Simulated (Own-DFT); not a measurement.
# Computed records: Si3N4 (beta silicon nitride, strained, atoms displaced), SiC (2H silicon carbide, atoms displaced), SiC (4H silicon carbide, atoms displaced), SiC (4H silicon carbide, strained, atoms displaced)

A calculation, not a measurement: plane-wave PBE density functional theory by an unreviewed code, no spin, of a simulated periodic cell, stress positive in tension, free energy of the whole cell less one offset for each atom, forces on such cells passed a denser k mesh, this cell's mesh not checked; offsets are fitted by least squares, one for each functional and potential file, so energies compare only between cells with the same atoms and settings and are not formation energies; the far tail of each file's local potential was reset to the Coulomb form; each entry is a single point on an unrelaxed cell, so the pressure reflects the starting lattice, mostly measured values (interpolated for alloys), from which strain is counted, and rises with the displacements; printed positions are rounded, which can move forces by about a meV/angstrom; the program, named Own-DFT, is a retired in-house code; no spin-orbit coupling. Program: Own-DFT development build.

Common to all runs: functional PBE; potential files PseudoDojo norm-conserving, scalar-relativistic, standard set; wave cutoff 42 hartree; occupations Fermi-Dirac; smearing width 0.1 eV.

(1) 
```xyz
42
Lattice="7.5541 -0.1454 0.0319 -3.9030 6.6807 -0.0053 0.0366 0.0141 8.7519" Properties=species:S:1:pos:R:3:force_x:R:1:force_y:R:1:force_z:R:1 formula=Si3N4 k_mesh=3_x_3_x_3_centred_on_Gamma free_energy_of_cell_above_offsets=-3.881 pressure=7.48 stress_xx=-8.65 stress_yy=-6.62 stress_zz=-7.16 stress_yz=-0.57 stress_xz=-0.74 stress_xy=-7.96
Si    -1.6689     5.0260     0.6459     -1.684      1.808      1.958
Si     0.1855     2.6756     0.7583     -0.338          0     -2.236
Si     1.1850     5.3837     0.7834      3.171      1.867     -1.023
Si     5.4342     1.4998     2.2404     -4.672     -2.728     -1.283
Si     3.3448     3.9001     2.1949      4.421     -2.866      2.997
Si     2.4231     1.1198     2.2170     -2.101     -2.606      0.607
N      2.3590     0.0770     0.8196     -0.448      1.721     -2.002
N      6.1299     1.7857     0.7556      2.712       1.79      -0.12
N      2.6542     4.2555     0.8054     -3.587      2.475     -3.035
N      1.2735     6.3505     2.1511      0.455      1.332      1.813
N     -2.5630     4.7137     2.1509     -0.357     -1.361     -0.931
N      0.9546     2.2001     2.1947      1.088     -0.913      0.322
N     -0.1092     4.4142     0.7394     -0.734     -3.302     -0.127
N      3.7447     2.0613     2.1625      1.845      3.418      0.347
Si    -1.7193     5.0666     3.5687     -0.091      0.975      2.058
Si     0.1183     2.6510     3.6293      1.822      0.682      1.769
Si     1.2423     5.4327     3.6207      0.026     -0.121      0.864
Si     5.4058     1.3686     5.1810     -2.396      3.184      0.426
Si     3.5161     3.8484     5.1427     -0.946      0.922       0.75
Si     2.4140     1.1140     5.1734     -0.963     -0.374     -1.791
N      2.3468     0.1181     3.6933      0.016      0.922     -0.098
N      6.1048     1.8531     3.6914      1.398      0.375      0.969
N      2.6917     4.4217     3.6667     -1.057      0.318      1.184
N      1.2596     6.4187     5.0986      0.366     -2.463      1.124
N     -2.4642     4.6259     5.1459       0.35      0.624     -1.917
N      0.9812     2.1300     5.1505     -0.285     -0.108     -2.621
N     -0.1501     4.3655     3.6875      1.244      0.046      -0.66
N      3.6926     2.1923     5.0911      2.582     -1.907      0.035
Si    -1.6478     5.1539     6.5272      0.777     -0.628      0.493
Si     0.2069     2.7196     6.5018      0.573      0.037      1.804
Si     1.2808     5.4306     6.6423      2.604      0.741     -0.841
Si     5.3569     1.3982     8.0726     -1.196      2.098     -0.969
Si     3.4579     3.8179     8.1166      2.203     -0.758     -1.539
Si     2.3182     1.1265     8.0585      2.667     -1.199      1.059
N      2.4116     0.2080     6.6114     -0.317     -1.677     -0.132
N      6.1698     2.0110     6.6335     -1.217     -2.174     -0.441
N      2.7589     4.3580     6.6773     -2.219      1.828     -1.811
N      1.2546     6.4222     8.1014      0.431     -2.542     -0.875
N     -2.4518     4.6898     7.9746     -0.938     -0.675      0.482
N      1.0873     2.2531     7.9602     -2.491      0.647      1.872
N      0.0053     4.3976     6.5294     -2.488      0.885      0.258
N      3.7719     2.1223     7.9457     -0.225     -0.291       1.26
```

Units: free_energy_of_cell_above_offsets in eV; pressure, stress_xx, stress_yy, stress_zz, stress_yz, stress_xz, stress_xy in GPa; force_x, force_y, force_z in eV/Å.

(2) 
```xyz
32
Lattice="6.1654 0.0000 0.0000 -3.0827 5.3394 0.0000 0.0000 0.0000 10.0681" Properties=species:S:1:pos:R:3:force_x:R:1:force_y:R:1:force_z:R:1 formula=SiC hardware=one_NVIDIA_H100 k_mesh=5_x_5_x_3_centred_on_Gamma free_energy_of_cell_above_offsets=-4.589 pressure=3.92 stress_xx=-3.66 stress_yy=-3.26 stress_zz=-4.83 stress_yz=-0.24 stress_xz=0.53 stress_xy=-0.61 wall_time=118.4
Si     0.0002     0.0464     9.9879     -0.249     -1.387      1.842
Si     0.0299     1.8438     2.5099     -0.381      -1.03      0.381
C      6.1194     0.0545     1.9273      0.943     -0.342      -1.35
C      0.0507     1.8002     4.4072     -1.467     -0.438     -0.395
Si     0.0135     0.0103     5.0351     -0.262      0.135     -0.651
Si     0.0221     1.7879     7.5836     -0.027      0.998     -1.611
C     -0.0019     0.0468     6.9081      0.465     -0.267      0.465
C     -0.0047     1.7676     9.4206       0.13      1.215      0.449
Si     4.6053     2.6872    10.0534      0.137     -0.677      0.128
Si    -1.5473     4.4961     2.4917     -0.831      -0.63      0.442
C     -1.4980     2.6687     1.8916     -1.201      0.791     -0.215
C     -1.5166     4.4720     4.4079     -0.963     -0.514     -0.249
Si     4.6047     2.6664     5.0124      1.176      0.405      0.121
Si    -1.5586     4.4981     7.5436      0.699     -1.212     -0.632
C      4.6238     2.6355     6.8883      0.669      1.234      0.565
C     -1.5179     4.4220     9.4212     -0.575      1.067      0.139
Si     0.0265     5.3217     0.0051     -1.867      1.524      0.401
Si     3.0962     1.8099     2.5298     -0.249     -0.325     -0.663
C     -0.0346     5.3240     1.9116      0.989      1.092     -0.537
C      3.0806     1.8056     4.4128     -0.082     -0.214     -0.453
Si     3.0412     0.0305     5.0230      1.154     -0.358      -0.19
Si     3.1399     1.7680     7.4988     -1.685      0.672      0.254
C      3.1058     0.0023     6.8813     -0.844      0.297       0.64
C      3.0417     1.8242     9.4004      1.112      -0.99      0.403
Si     1.5624     2.6964    10.0273      -1.02      0.358      0.545
Si     1.5477     4.4394     2.5263     -0.431      1.632      0.547
C      1.5128     2.7447     1.8925      1.385     -1.416     -0.817
C      1.5239     4.4807     4.4358      0.295     -0.291     -0.553
Si     1.5313     2.6552     4.9961      0.338      1.556      0.931
Si     1.5579     4.4844     7.4987     -0.491      -0.09      0.611
C      1.5334     2.7523     6.8862      0.587     -1.825      0.577
C      1.4620     4.5017     9.4399      2.547     -0.972     -1.125
```

Units: free_energy_of_cell_above_offsets in eV; pressure, stress_xx, stress_yy, stress_zz, stress_yz, stress_xz, stress_xy in GPa; wall_time in s; force_x, force_y, force_z in eV/Å.

(3) 
```xyz
128
Lattice="12.3308 0.0000 0.0000 -6.1654 10.6788 0.0000 0.0000 0.0000 10.0681" Properties=species:S:1:pos:R:3:force_x:R:1:force_y:R:1:force_z:R:1 formula=SiC hardware=one_NVIDIA_H200 k_mesh=3_x_3_x_3_centred_on_Gamma free_energy_of_cell_above_offsets=-18.780 pressure=3.79 stress_xx=-2.72 stress_yy=-3.23 stress_zz=-5.44 stress_yz=0.36 stress_xz=0.14 stress_xy=-0.31 wall_time=544.9
Si     6.1741    10.6344     4.0976      0.015      1.187     -1.186
Si    -0.0027     1.7870     1.5631      0.713     -0.038       0.28
C      6.1535    10.6729     0.9935     -0.592      0.534     -1.143
C      0.0316     1.8045     3.4309      -1.26     -1.102      0.571
Si    10.7667     2.6754     4.0544      0.634      0.029     -0.146
Si    -1.5563     4.4138     1.5457      0.362      1.647      0.891
C     -1.5361     2.6873     1.0070     -0.209     -0.856     -1.579
C     -1.5501     4.4756     3.4268     -0.601     -0.791      0.576
Si    -3.0819     5.3590     4.0959      0.005     -0.528     -0.749
Si    -3.1231     7.0514     1.5190      0.764      1.888      1.608
C      9.2132     5.3505     0.9804      0.919     -1.398     -1.563
C     -3.0545     7.0926     3.4071     -1.157      0.582      1.002
Si     7.6712     7.9905     4.1045      1.084      0.101     -0.987
Si    -4.6667     9.8086     1.5252       1.11      -0.83      0.937
C      7.6542     7.9549     0.9742      1.626      1.633      -0.92
C     -4.6147     9.7859     3.4348      -0.31       -0.5      0.254
Si    -3.0969    10.6356     4.0791     -0.285      1.536      0.177
Si     3.0888     1.7485     1.5850      0.039      0.755      -0.51
C      3.0587     0.0106     0.8969      0.124     -0.635      0.947
C      3.0409     1.8061     3.4387       1.06     -1.303      0.545
Si     1.5354     2.6277     4.0470     -0.221      1.563      1.234
Si     1.5078     4.4161     1.5689      0.692     -0.024      0.369
C      1.5855     2.6434     0.9143     -1.029      0.038      1.132
C      1.5137     4.4423     3.4525       0.15     -0.303      0.338
Si    -0.0483     5.3031     4.1008      1.206       1.14     -0.629
Si     0.0238     7.1242     1.5467     -1.015     -0.865      0.788
C      0.0060     5.3030     0.9833      -0.67      0.516     -1.472
C      0.0124     7.1503     3.4243     -0.383     -0.354      0.917
Si    -1.5690     8.0257     4.0923      0.811     -0.607     -0.954
Si    -1.5710     9.8080     1.6052      0.508       -0.3     -1.027
C     -1.5526     7.9848     0.9869      -0.49      0.395     -0.732
C     -1.5606     9.8136     3.4705      0.302     -0.248      0.317
Si     6.1434     0.0199     4.1328      0.565     -0.372      -1.33
Si     6.1635     1.8060     1.6055     -0.158     -0.351     -1.018
C      6.1718     0.0163     0.9047     -0.459     -0.125      0.917
C      6.1278     1.7743     3.4566      0.603      0.169      0.832
Si     4.5977     2.6764     4.0924      0.169      0.346     -0.311
Si     4.5862     4.4779     1.5177      0.164     -0.616      1.329
C      4.5977     2.6769     0.9432      0.532     -0.114     -0.415
C      4.6302     4.4647     3.4734     -0.087     -0.204     -0.336
Si     3.0769     5.3403     4.0746     -0.221     -0.444      0.025
Si     3.0131     7.0933     1.5590      1.759     -0.124      -0.01
C      3.0317     5.3040     0.9477      0.209       0.86     -1.445
C      3.1030     7.0702     3.4136     -0.213      1.637      1.044
Si     1.5542     8.0482     4.0469       0.06     -1.626      0.899
Si     1.5271     9.7846     1.5649       0.01      0.167      0.237
C      1.5244     7.9834     0.9341      0.078      0.721      0.188
C      1.5832     9.7896     3.4886     -0.938      0.877     -0.421
Si     9.2610     0.0270     4.1252      0.028     -0.512     -1.014
Si     9.2596     1.8096     1.6263     -0.483     -1.442     -1.915
C      3.0646    10.6336     0.9432      0.741      1.028      0.053
C      9.2437     1.7562     3.4126     -0.252      0.668      2.365
Si     7.6913     2.6964     4.1405     -0.067     -1.185     -2.442
Si     7.7535     4.4087     1.5698     -1.786      0.264      0.219
C      7.7256     2.6539     0.9453       0.08       0.13      -0.49
C      7.7056     4.3923     3.4551      0.244      1.545      0.453
Si     6.1792     5.3436     4.1292     -0.513     -0.181      -1.35
Si     6.1863     7.1333     1.5806     -1.828     -1.063      0.213
C      6.1458     5.3273     0.9793      0.779      0.416     -0.979
C      6.1535     7.1448     3.4463      0.208     -0.461      0.785
Si     4.6441     8.0623     4.1081     -0.738     -1.479     -0.957
Si     4.6422     9.7528     1.5862     -1.012      1.087     -0.357
C      4.6452     8.0615     0.9494       -0.6     -1.997     -0.187
C      4.6279     9.8019     3.4262     -0.108      0.053      1.436
Si    12.2624     0.0134     9.1633      1.229      0.075      -0.72
Si     6.1230     8.9218     6.6319      0.541     -0.683     -0.473
C      6.1488    10.6706     5.9331      0.133     -0.034      0.978
C      6.1216     8.9077     8.5030      1.005      0.222      0.452
Si    -4.5997     8.0563     9.1782     -1.163     -0.807      -1.34
Si     7.6930     6.2702     6.5687       0.34     -1.804      0.901
C      7.6897     7.9569     5.9745      0.073       2.26     -0.001
C      7.6900     6.2346     8.4711      0.917      0.952      0.457
Si    -3.0625     5.3618     9.1391     -0.791      0.115     -0.245
Si     9.2827     3.5844     6.5741     -0.731      -0.54      0.228
C     -3.0601     5.3392     5.9610     -0.502       0.44       0.39
C      9.2406     3.6149     8.4994      0.721     -0.787     -0.325
Si    -1.5267     2.7123     9.1401     -0.891     -0.694      0.115
Si    10.7767     0.8795     6.5909      0.287      0.134      0.093
C     10.7723     2.6471     5.9404      0.395       0.29      0.358
C     10.7856     0.9229     8.4857     -0.542      0.126       0.41
Si     9.2519     0.0064     9.1254     -0.343     -0.293     -0.185
Si     3.0613     8.8575     6.5735      0.322     -0.073      0.737
C      3.0867    10.6372     5.9901     -0.086      0.598     -0.051
C      3.1197     8.8943     8.4633      -1.08      0.064      0.757
Si     4.6272     8.0156     9.1481     -0.461     -0.078      -0.32
Si     4.6410     6.2676     6.6339     -0.745     -2.023     -1.119
C      4.6192     7.9454     5.9760      0.071      1.995      -0.28
C      4.5627     6.2309     8.4666      1.775      0.749      0.922
Si     6.1782     5.4041     9.1208     -0.814     -1.463      0.193
Si     6.1929     3.5856     6.6476      -0.42     -0.598     -1.793
C      6.1685     5.3239     5.9793      0.127      0.734      0.438
C      6.1543     3.5503     8.4409      0.761      0.546      2.141
Si     7.7643     2.6483     9.0836     -1.432      1.412      0.956
Si     7.7305     0.9011     6.6146     -0.553     -0.164     -0.579
C      7.7086     2.6658     5.9086      0.418       0.18       2.74
C      7.6660     0.9394     8.4875      1.225     -1.287     -0.318
Si     6.1646     0.0307     9.0931     -0.112     -1.005      0.625
Si    -0.0348     8.9483     6.6186      0.904     -1.786      0.156
C     -0.0126    10.6575     5.9680      0.237      1.101      0.778
C     -0.0245     8.8609     8.5185      0.255      0.844      0.002
Si     1.5361     7.9549     9.1676       0.29       1.36     -1.532
Si     1.5627     6.2305     6.6188     -0.674     -0.217     -0.528
C      1.5384     7.9840     6.0041      -0.59      0.681       -0.9
C      1.5828     6.2168     8.5088     -2.134      0.375     -0.611
Si     3.0579     5.3819     9.0055      0.782     -2.404      2.428
Si     3.0375     3.5350     6.5762      1.131      0.343     -0.006
C      3.0364     5.3194     5.9629       1.17      0.398      0.234
C      3.0539     3.5460     8.4362      0.384       0.41      0.984
Si     4.6216     2.6690     9.0877     -0.254      0.701      0.518
Si     4.6227     0.9032     6.5980      -0.24      0.342       0.14
C      4.6629     2.6820     5.9671     -0.707     -0.093       0.26
C      4.6310     0.9026     8.5240      -0.03     -0.189     -1.076
Si     3.1157     0.0334     9.1219     -1.373     -0.057     -0.819
Si    -3.0718     8.8927     6.6194     -0.384      0.206     -0.954
C      3.0200     0.0743     5.9793      1.852     -2.047     -0.424
C     -3.0872     8.9103     8.4779      0.035      0.236      0.931
Si    -1.5887     8.0197     9.1720      1.006     -0.073      -0.42
Si    -1.5389     6.1798     6.6657      0.436      1.112     -1.536
C     -1.5139     8.0178     5.9453     -0.839     -0.386      1.031
C     -1.5058     6.2300     8.5091     -0.633      0.109      0.739
Si     0.0108     5.2992     9.1080      0.344      0.521      0.935
Si    -0.0037     3.5621     6.6192     -0.014     -0.783     -0.225
C      0.0067     5.3041     5.9830     -0.331      0.676      0.441
C     -0.0235     3.5369     8.5199      0.763       0.48     -0.213
Si     1.5553     2.6724     9.1774      -0.15     -0.051     -1.943
Si     1.5483     0.8862     6.5874     -1.553      0.835      0.662
C      1.5306     2.6671     6.0193      -0.55     -0.482     -1.639
C      1.4935     0.9363     8.4616      0.522     -1.251      1.145
```

Units: free_energy_of_cell_above_offsets in eV; pressure, stress_xx, stress_yy, stress_zz, stress_yz, stress_xz, stress_xy in GPa; wall_time in s; force_x, force_y, force_z in eV/Å.

(4) 
```xyz
72
Lattice="9.0859 0.0827 0.0954 -4.4713 7.9968 -0.0525 0.1039 -0.0061 10.2581" Properties=species:S:1:pos:R:3:force_x:R:1:force_y:R:1:force_z:R:1 formula=SiC hardware=one_NVIDIA_H100 k_mesh=4_x_4_x_3_centred_on_Gamma free_energy_of_cell_above_offsets=-5.256 pressure=4.65 stress_xx=-15.97 stress_yy=-2.14 stress_zz=4.15 stress_yz=-1.02 stress_xz=3.99 stress_xy=7.36 wall_time=349.6
Si     4.6681     8.0429     4.2075      0.098      1.487      0.429
Si     0.0973     1.8125     1.6216     -0.088     -0.821     -0.122
C      0.0656     0.0267     0.9991     -1.714     -0.715     -0.316
C      0.0233     1.8455     3.4743      2.214     -2.384      0.848
Si     7.6743     2.6408     4.2471     -3.223      2.775      0.034
Si    -1.5006     4.4305     1.4674      1.639     -0.757      2.757
C     -1.4045     2.5928     1.0067     -2.452      1.658     -1.739
C     -1.4957     4.4425     3.5400      2.518     -1.356     -1.492
Si     6.1521     5.3489     4.1819      -1.38      1.748      1.037
Si    -2.9979     7.0400     1.5563      1.576      3.193      0.245
C     -2.9267     5.4082     0.9245     -1.662     -2.948     -1.571
C     -2.9824     7.0656     3.4050      1.001     -0.051      1.695
Si    -1.4810     7.9890     4.2039      0.786     -0.158      -1.43
Si     3.1048     1.8336     1.6569     -1.703     -1.167      0.154
C      2.9864     0.0516     0.9737      0.945      -0.56      0.701
C      3.0496     1.7539     3.6506     -0.184      0.596     -1.369
Si     1.5366     2.6766     4.2120      0.381      0.672       0.31
Si     1.5698     4.5259     1.6430     -0.227     -2.146      -0.09
C      1.5611     2.6657     0.9626      0.908      1.765      -0.23
C      1.6758     4.4191     3.5385     -1.451      1.624      0.105
Si     0.0694     5.3988     4.2249      0.265     -1.321      -2.23
Si     0.0487     7.1228     1.6237     -0.091      0.708     -0.372
C      0.0759     5.3239     0.9051     -0.531      0.968      1.647
C      0.0864     7.1623     3.5586      0.241     -0.835     -0.687
Si     1.6964     7.9820     4.1389     -3.973      2.568      1.599
Si     6.0209     1.8576     1.7123      3.389     -0.573      0.443
C      6.1018     0.1511     1.0279     -0.873     -2.337      0.926
C      6.0151     1.8209     3.5971      2.531     -0.711     -0.735
Si     4.5767     2.7281     4.0985     -0.804      0.519      2.595
Si     4.6003     4.5513     1.5766      0.166     -0.836      1.452
C      4.6227     2.6645     1.0391     -1.633       2.99     -1.669
C      4.5548     4.5945     3.6033      3.356     -3.024     -2.762
Si     3.1695     5.3959     4.1512     -3.102       1.74      2.108
Si     3.1113     7.1522     1.6113      0.315       1.82      0.801
C      3.0492     5.4059     0.9593       0.75      0.033      0.541
C      3.1521     7.2646     3.6008      1.299     -3.191     -2.434
Si     4.6675     8.0637     9.4241      0.478      0.797     -1.798
Si     4.6768     6.3137     6.8455      -0.06      0.153      -1.05
C      0.0256     0.0699     6.1153      0.768     -1.638     -1.193
C      4.7344     6.2333     8.7391     -1.499      1.639     -0.015
Si     6.1754     5.3610     9.3535      1.412      1.076      0.327
Si     6.2035     3.7117     6.7450     -1.399      -0.96      0.446
C     -2.8840     5.3879     6.0169     -0.791     -0.423     -0.034
C      6.2218     3.6385     8.7402     -1.113      0.357     -0.961
Si    -1.3877     2.7334     9.2696      0.025     -2.843      1.116
Si     7.6465     1.0110     6.8257     -2.093     -0.259     -0.654
C      7.6032     2.7563     6.1203      2.245     -0.179      0.712
C      7.6004     1.0019     8.6594      0.729     -0.456      2.563
Si     1.6511     8.0244     9.4101      0.136       1.38     -2.927
Si     1.7187     6.1982     6.7149     -1.557      1.998      0.234
C      6.0805     0.0532     6.0744      1.385     -0.912      0.937
C      1.7071     6.3010     8.6429     -1.286     -0.635      0.719
Si     3.1688     5.4371     9.3722       -0.1     -1.551     -2.117
Si     3.2283     3.5317     6.6906     -1.897      2.069      0.968
C      3.1968     5.3734     6.0935      0.673     -0.515     -0.305
C      3.1776     3.5921     8.5807     -1.121       1.03      1.723
Si     4.6526     2.7750     9.2853      0.187      -1.77      0.498
Si     4.5896     0.8867     6.7590      0.453      0.716     -0.177
C      4.6476     2.6961     6.0804      1.294      -0.44     -0.547
C      4.6199     0.9489     8.6681      0.143     -0.136      0.666
Si     3.1034     0.0580     9.3273     -0.287     -0.368     -0.054
Si    -1.3604     6.2357     6.6098     -0.963      0.042       2.75
C     -1.4513     7.9803     6.0651      0.968      0.743     -0.267
C     -1.3931     6.2052     8.6887     -0.025      0.931     -1.429
Si     0.0905     5.3743     9.3527      1.654      -0.11     -2.002
Si     0.1659     3.5626     6.7684     -4.378      2.075       0.51
C      0.0993     5.3819     6.0357      1.725     -1.153      1.619
C      0.1258     3.5431     8.7059     -1.552      2.719     -1.635
Si     1.5472     2.7332     9.2624      3.779     -2.049      1.285
Si     1.5587     0.8903     6.6862     -0.418      1.445      2.397
C      1.5572     2.8070     6.1940      3.536     -3.644     -2.875
C      1.5718     0.9178     8.6817     -0.336     -0.104     -0.608
```

Units: free_energy_of_cell_above_offsets in eV; pressure, stress_xx, stress_yy, stress_zz, stress_yz, stress_xz, stress_xy in GPa; wall_time in s; force_x, force_y, force_z in eV/Å.
